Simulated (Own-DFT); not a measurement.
# Computed records: Si₃N₄ (beta silicon nitride, atoms displaced)

Computed with Own-DFT development build. A calculation, not a measurement: plane-wave PBE density functional theory by an unreviewed code, no spin, of a simulated periodic cell, stress positive in tension, free energy of the whole cell less one offset for each atom, forces on such cells passed a denser k mesh, this cell's mesh not checked; offsets are fitted by least squares, one for each functional and potential file, so energies compare only between cells with the same atoms and settings and are not formation energies; the far tail of each file's local potential was reset to the Coulomb form; each entry is a single point on an unrelaxed cell, so the pressure reflects the starting lattice, mostly measured values (interpolated for alloys), from which strain is counted, and rises with the displacements; printed positions are rounded, which can move forces by about a meV/angstrom; the program, named Own-DFT, is a retired in-house code; no spin-orbit coupling; before rounding, a Quantum ESPRESSO 7.3.1 run of the same cell and cutoff gave forces within 1 meV/angstrom rms on each cell, which checks the program and not the settings.

### Si₃N₄ (beta silicon nitride, atoms displaced)

```
Si3N4
1.0
      7.6060     0.0000     0.0000
     -3.8030     6.5870     0.0000
      0.0000     0.0000     8.7270
Si N Si N Si N
6 8 6 8 6 8
Direct
  0.15810 0.76416 0.08974
  0.23430 0.41316 0.08658
  0.58709 0.82406 0.07423
  0.82306 0.22848 0.23723
  0.77714 0.59522 0.25088
  0.41236 0.17970 0.25178
  0.32837 0.02719 0.08916
  0.97456 0.29967 0.08591
  0.71537 0.66932 0.08373
  0.67438 0.96879 0.24963
  0.02503 0.69315 0.25004
  0.28368 0.32139 0.25681
  0.32516 0.65579 0.08201
  0.66486 0.33240 0.25397
  0.17362 0.77106 0.41527
  0.22167 0.39971 0.41383
  0.59582 0.82438 0.43120
  0.83813 0.24296 0.58743
  0.75649 0.59678 0.57964
  0.40977 0.16390 0.59017
  0.33777 0.04023 0.41170
  0.96391 0.30023 0.41578
  0.70047 0.67205 0.42726
  0.66874 0.96867 0.59431
  0.03687 0.69022 0.58644
  0.29436 0.33516 0.58792
  0.33409 0.66952 0.41691
  0.66061 0.33218 0.59089
  0.16907 0.76905 0.74131
  0.24185 0.40694 0.74626
  0.58931 0.82698 0.75973
  0.82354 0.23123 0.91171
  0.78387 0.59772 0.91702
  0.39121 0.16291 0.91674
  0.32048 0.02148 0.74775
  0.97838 0.30575 0.74935
  0.69770 0.67404 0.74594
  0.67722 0.96748 0.91647
  0.01883 0.70332 0.91060
  0.32297 0.35399 0.91613
  0.33972 0.67468 0.75442
  0.66784 0.32834 0.91772
```

Here we set functional PBE, potential files PseudoDojo norm-conserving, scalar-relativistic, standard set, wave cutoff 42 hartree, occupations Fermi-Dirac, smearing width 0.1 eV and k mesh 3 x 3 x 3 centred on Gamma.

Results for Si₃N₄ (beta silicon nitride, atoms displaced): free energy of cell above offsets -3.699 eV; pressure 8.06 GPa; stress xx -7.39 GPa; stress yy -6.66 GPa; stress zz -10.12 GPa; stress yz 0.61 GPa; stress xz 0.97 GPa; stress xy -3.46 GPa.

Force:
```
element  x (eV/Å)  y (eV/Å)  z (eV/Å)
     Si     2.585     0.522    -3.097
     Si     1.129    -3.078    -0.469
     Si     1.649    -1.062     3.571
     Si    -0.351    -0.664     3.592
     Si    -3.449    -0.979     0.661
     Si    -1.612     0.375     -0.52
      N    -0.456     -0.47    -1.003
      N    -0.539     0.034    -2.678
      N    -2.346     1.039     0.054
      N     -0.33    -1.227     -0.14
      N     1.145     0.716     1.832
      N     2.098    -0.381    -2.327
      N    -1.298     4.311     0.051
      N      0.91     1.096    -0.427
     Si     1.446     0.284     0.758
     Si    -0.197      1.43     2.353
     Si    -1.264     1.128    -2.371
     Si    -1.966    -1.521    -0.999
     Si     3.226     -1.88     4.259
     Si    -1.865     2.251    -2.392
      N    -0.501    -2.527     2.197
      N    -0.264    -0.084    -0.777
      N    -0.139     0.472    -4.864
      N    -0.031     1.959    -0.648
      N    -3.392     -0.86    -3.482
      N     2.971    -2.226    -3.236
      N    -0.079    -0.527    -0.144
      N     1.587     0.825    -0.232
     Si     2.307    -1.513     3.357
     Si    -1.917     2.361     2.693
     Si     1.447    -0.679    -2.404
     Si     1.472     0.351     0.812
     Si    -6.882    -3.248    -1.214
     Si     1.254      2.31     0.517
      N     -0.14     1.103     1.539
      N     0.023    -0.078     1.247
      N     1.014    -0.476     1.663
      N    -0.318     1.643     0.768
      N     6.651     2.995     0.772
      N    -0.016    -2.018     0.798
      N    -2.133    -1.443    -0.005
      N    -1.426    -0.262    -0.067
```
